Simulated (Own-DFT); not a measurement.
## Calculated data, Hf16O31 (monoclinic hafnia with two neutral oxygen vacancies, atoms displaced)

Computed with Own-DFT development build. A calculation, not a measurement: plane-wave PBE and HSE06 DFT by an unreviewed code, no spin, of a simulated cell at Gamma alone, so results move with cell size and shape, stress positive in tension, energies less offsets, not probed for a lower state with spin; hafnium file: forces about 75 meV/angstrom off all-electron values; oxygen file: force components 24 meV/angstrom off all-electron in a glass; k mesh not checked against a denser one; forces and stress are PBE's, HSE06 gives the energy alone, and its difference from PBE has offsets of its own; offsets are fitted by least squares, one for each functional and potential file, so energies compare only between cells with the same atoms and settings and are not formation energies; the far tail of each file's local potential was reset to the Coulomb form; each entry is a single point on an unrelaxed cell, so the pressure reflects the starting lattice, mostly measured values, from which strain is counted, and rises with the displacements; printed positions are rounded, which can move forces by about a meV/angstrom; the program is a retired in-house code; no spin-orbit coupling.

Hf16O31 (monoclinic hafnia with two neutral oxygen vacancies, atoms displaced)

```cif
# cell vector a (Å): 10.2340 0.0000 0.0000
# cell vector b (Å): 0.0000 10.3500 0.0000
# cell vector c (Å): -1.6955 0.0000 10.4453
data_Hf16O31
_symmetry_space_group_name_H-M 'P 1'
_symmetry_Int_Tables_number 1
_cell_length_a 10.2340
_cell_length_b 10.3500
_cell_length_c 10.5820
_cell_angle_alpha 90.000
_cell_angle_beta 99.220
_cell_angle_gamma 90.000
_cell_volume 1106.39
loop_
_atom_site_label
_atom_site_type_symbol
_atom_site_fract_x
_atom_site_fract_y
_atom_site_fract_z
_atom_site_occupancy
Hf1 Hf 0.13166 0.02324 0.10896 1
Hf2 Hf 0.36568 0.25615 0.14244 1
Hf3 Hf 0.36325 0.49033 0.39933 1
Hf4 Hf 0.13776 0.23497 0.35814 1
O1 O 0.04010 0.15298 0.17417 1
O2 O 0.45948 0.42238 0.07017 1
O3 O 0.46691 0.32502 0.33867 1
O4 O 0.04354 0.09310 0.41727 1
O5 O 0.21747 0.37866 0.24345 1
O6 O 0.28627 0.14948 0.00589 1
O7 O 0.27811 0.11915 0.25835 1
O8 O 0.20970 0.36727 0.48736 1
Hf5 Hf 0.13471 0.01336 0.60192 1
Hf6 Hf 0.35069 0.27633 0.64376 1
Hf7 Hf 0.36816 0.47700 0.88027 1
Hf8 Hf 0.14025 0.22040 0.85601 1
O9 O 0.03410 0.17404 0.66573 1
O10 O 0.46236 0.40394 0.58142 1
O11 O 0.45663 0.34076 0.82612 1
O12 O 0.01486 0.08593 0.91759 1
O13 O 0.22304 0.37336 0.74376 1
O14 O 0.26991 0.14093 0.49391 1
O15 O 0.27039 0.12788 0.74820 1
O16 O 0.21761 0.37491 0.99290 1
Hf9 Hf 0.12938 0.51026 0.09725 1
Hf10 Hf 0.36202 0.76854 0.14875 1
Hf11 Hf 0.35278 0.98235 0.38714 1
Hf12 Hf 0.14345 0.74467 0.35122 1
O17 O 0.03559 0.66095 0.16960 1
O18 O 0.45696 0.92363 0.05739 1
O19 O 0.46458 0.83659 0.33758 1
O20 O 0.02734 0.60476 0.42304 1
O21 O 0.22110 0.87628 0.23334 1
O22 O 0.26983 0.62956 0.01673 1
O23 O 0.29415 0.60248 0.26609 1
O24 O 0.21179 0.87423 0.49214 1
Hf13 Hf 0.14312 0.53613 0.60636 1
Hf14 Hf 0.35873 0.76733 0.64436 1
Hf15 Hf 0.37146 0.97060 0.89924 1
Hf16 Hf 0.13288 0.72905 0.85275 1
O25 O 0.03828 0.67455 0.67393 1
O26 O 0.45843 0.91573 0.57326 1
O27 O 0.45324 0.82808 0.81976 1
O28 O 0.04729 0.57589 0.93139 1
O29 O 0.21307 0.87349 0.74175 1
O30 O 0.27762 0.63040 0.49454 1
O31 O 0.27789 0.62364 0.75433 1
O32 O 0.23240 0.87388 0.99590 1
Hf17 Hf 0.63464 0.01115 0.09872 1
Hf18 Hf 0.85894 0.26900 0.15243 1
Hf19 Hf 0.85446 0.46562 0.38839 1
Hf20 Hf 0.64546 0.23995 0.35691 1
O33 O 0.52860 0.16294 0.16484 1
O34 O 0.95573 0.41674 0.06421 1
O35 O 0.96480 0.33087 0.32862 1
O36 O 0.53961 0.08670 0.43413 1
O37 O 0.72716 0.38029 0.24957 1
O38 O 0.77386 0.13192 0.01121 1
O39 O 0.77304 0.11679 0.26802 1
O40 O 0.71624 0.38293 0.47755 1
Hf21 Hf 0.65106 0.02627 0.60210 1
Hf22 Hf 0.85795 0.26597 0.63771 1
Hf23 Hf 0.87684 0.49184 0.90661 1
Hf24 Hf 0.64051 0.21522 0.84800 1
O41 O 0.53303 0.16258 0.68243 1
O42 O 0.96774 0.42378 0.57565 1
O43 O 0.95924 0.32715 0.82389 1
O44 O 0.53429 0.08410 0.92727 1
O45 O 0.71563 0.38598 0.75261 1
O46 O 0.78215 0.11908 0.50568 1
O47 O 0.77452 0.12114 0.76368 1
O48 O 0.72871 0.36754 0.98492 1
Hf25 Hf 0.63827 0.51622 0.09708 1
Hf26 Hf 0.85963 0.77275 0.16053 1
Hf27 Hf 0.85437 0.97025 0.40417 1
Hf28 Hf 0.63091 0.72618 0.37204 1
O49 O 0.53994 0.66410 0.17187 1
O50 O 0.96282 0.90812 0.07323 1
O51 O 0.97585 0.83289 0.32461 1
O52 O 0.53611 0.58914 0.41987 1
O53 O 0.71351 0.88551 0.24346 1
O54 O 0.77055 0.64153 0.00957 1
O55 O 0.77522 0.62756 0.25811 1
Hf29 Hf 0.62975 0.52607 0.59329 1
Hf30 Hf 0.85472 0.76257 0.65270 1
Hf31 Hf 0.87406 0.98525 0.90889 1
Hf32 Hf 0.63822 0.73646 0.85605 1
O56 O 0.51782 0.66953 0.68639 1
O57 O 0.95879 0.93965 0.57798 1
O58 O 0.96171 0.85606 0.82438 1
O59 O 0.54349 0.57757 0.93495 1
O60 O 0.73565 0.88655 0.74341 1
O61 O 0.78421 0.63173 0.77262 1
O62 O 0.72179 0.86658 0.00481 1
```

```
first functional     : PBE
second functional    : HSE06
exact exchange share : 0.25
screening            : 0.11 1/bohr
exchange divergence  : Gygi-Baldereschi
potential files      : PseudoDojo norm-conserving, scalar-relativistic, made for PBE, standard set
wave cutoff          : 48 hartree
occupations          : fixed
k mesh               : 1 x 1 x 1 centred on Gamma
```

## Withheld values
1. Estimate the PBE stress yy of Hf16O31 (monoclinic hafnia with two neutral oxygen vacancies, atoms displaced).
2. Give the missing PBE pressure for Hf16O31 (monoclinic hafnia with two neutral oxygen vacancies, atoms displaced).
3. Give the table of force values for Hf16O31 (monoclinic hafnia with two neutral oxygen vacancies, atoms displaced).

Calculated values
1. -7.61 GPa
2. 8.51 GPa
3. 
Force:
```tsv
element	x (eV/Å)	y (eV/Å)	z (eV/Å)
Hf	1.918	-2.169	-1.693
Hf	-0.422	5.328	2.072
Hf	-1.121	-5.43	-0.935
Hf	2.136	0.098	-1.123
O	-2.98	3.036	0.185
O	0.172	-1.226	0.876
O	0.212	0.762	-0.502
O	-2.746	-2.858	0.676
O	0.325	-0.696	-0.327
O	-2.075	-3.978	-2.009
O	0.031	-0.334	-0.995
O	0.847	2.748	1.843
Hf	0.869	2.891	0.075
Hf	-0.239	-2.291	-0.322
Hf	-2.154	1.287	4.342
Hf	-0.703	2.917	-1.377
O	-0.461	-0.422	0.119
O	1.67	2.929	-1.018
O	2.658	-2.995	-0.973
O	6.28	3.436	1.541
O	-0.861	1.72	-0.931
O	1.479	-1.666	1.894
O	-0.089	-1.698	1.15
O	0.204	-0.735	-1.337
Hf	3.688	0.017	4.027
Hf	0.875	-2.049	-1.279
Hf	1.511	1.343	3.145
Hf	-0.818	-4.345	-0.437
O	-0.206	0.776	0.478
O	1.332	-2.672	5.513
O	-0.168	-0.446	-1.116
O	0.117	-0.977	0.848
O	0.298	0.375	0.726
O	0.634	1.191	-0.473
O	-1.007	4.086	-2.719
O	0.979	0.032	-0.669
Hf	-1.725	-2.931	-2.578
Hf	-0.74	2.843	-0.927
Hf	-2.901	2.486	-4.434
Hf	0.885	1.844	1.667
O	-1.037	0.189	0.31
O	0.418	-0.092	0.29
O	1.27	0.192	1.322
O	-0.553	1.918	-3.402
O	0.434	0.299	-0.229
O	-0.433	0.77	2.387
O	-0.706	-0.257	0.237
O	-1.103	-0.075	-0.864
Hf	0.823	2.079	1.251
Hf	-0.03	-1.079	-2.066
Hf	3.799	5.073	1.685
Hf	-3.655	-3.199	-1.234
O	1.962	-0.583	1.017
O	0.437	-1.775	3.768
O	-0.989	0.38	-0.712
O	0.089	0.033	-1.142
O	-0.289	-0.807	-2.296
O	0.032	-0.676	1.025
O	0.484	1.031	-1.003
O	-0.166	-0.411	2.458
Hf	-3.767	-1.021	0.985
Hf	2.279	2.112	3.381
Hf	-4.13	-2.844	-3.996
Hf	-0.438	3.7	1.295
O	0.076	-0.674	-1.371
O	-1.33	-0.496	-0.285
O	0.209	0.524	-0.011
O	0.023	-0.13	-0.851
O	0.648	0.417	-2.74
O	-0.256	1.889	0.812
O	0.941	0.2	-1.503
O	-0.641	0.248	1.865
Hf	-0.671	0.183	0.632
Hf	-0.042	-1.449	-1.538
Hf	1.747	0.92	-2.25
Hf	3.088	3.489	-3.691
O	-1.198	1.336	0.73
O	1.303	0.548	1.43
O	-2.248	2.314	0.658
O	-1.674	-2.642	1.31
O	0.695	-1.186	1.659
O	1.134	-1.11	0.184
O	-0.227	-1.279	1.876
Hf	-0.114	-1.596	4.686
Hf	0.627	1.798	-0.174
Hf	-6.289	-2.43	-1.435
Hf	-0.009	-0.858	1.016
O	3.585	-2.936	-1.337
O	-1.568	-2.635	0.636
O	2.94	-3.768	-0.66
O	-0.358	2.041	-3.238
O	-1.8	-0.96	-0.787
O	-0.564	0.41	-1.83
O	-0.464	0.65	-1.267
```

Further results for Hf16O31 (monoclinic hafnia with two neutral oxygen vacancies, atoms displaced):

```
PBE energy of cell above offsets : -77.416 eV
HSE06 less PBE above offsets     : 1.213 eV
PBE stress xx                    : -8.49 GPa
PBE stress zz                    : -9.41 GPa
PBE stress yz                    : -0.12 GPa
PBE stress xz                    : -0.51 GPa
PBE stress xy                    : -0.54 GPa
```
